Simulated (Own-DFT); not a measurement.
# Which arrangement is lower? As32Ga32, 64 atoms

These are calculations, not measurements. The program, named Own-DFT, is a retired in-house plane-wave density functional code that no person has reviewed. Each row is one single-point run on a periodic cell that was not relaxed, without spin or spin-orbit coupling.

Settings of every run: PBE; PseudoDojo norm-conserving scalar-relativistic files; cutoff 42 hartree; 3 x 3 x 3 k mesh centred on Gamma; Fermi-Dirac smearing of 0.1 eV.

Known limits, some of them of some rows only: not probed for a lower state with spin; forces on such cells failed a check on a denser k mesh; forces not confirmed at this smearing and k mesh; stress not checked against mesh or cutoff.

All cells hold the same atoms in the same cell, with vectors in Å (11.307, 0.000, 0.000); (0.000, 11.307, 0.000); (0.000, 0.000, 11.307). Every atom was moved at random from its ideal site; u is the rms move along one axis. The defect's site can differ from row to row. E is the free energy of the cell above the lowest run. The arrangements:

- A: zincblende GaAs
- B: zincblende GaAs, with one As on a Ga site and one Ga on an As site, 2.4 Å apart

```
arrangement   u (Å)  E (eV)  P (GPa)
          A  0.0191   0.042     3.52
          A  0.0200   0.019     3.51
          A  0.0203   0.000     3.50
          A  0.0461   1.807     3.91
          A  0.0470   2.056     3.93
          A  0.0507   2.359     4.02
          B  0.0315   3.219     3.99
          B  0.0318   3.033     3.91
          B  0.0321   3.195     3.95
          B  0.0447   4.376     4.23
          B  0.0466   4.438     4.22
          B  0.0483   4.305     4.21
```

Question: once the cost of the random moves is taken out, how do the arrangements rank?

## Worked answer

Fit E = a + b u², with one b for all and one a for each arrangement, and with residuals divided by u², since the noise grows with the moves. Then b = 1062 eV/Å², the scatter at u = 0.04 Å is 0.14 eV, and against A:

- B: 2.47 ± 0.07 eV (higher)

These are energies of unrelaxed cells. Relaxing the atoms lowers the strained arrangements most, so the gaps would shrink and small ones could change sign.
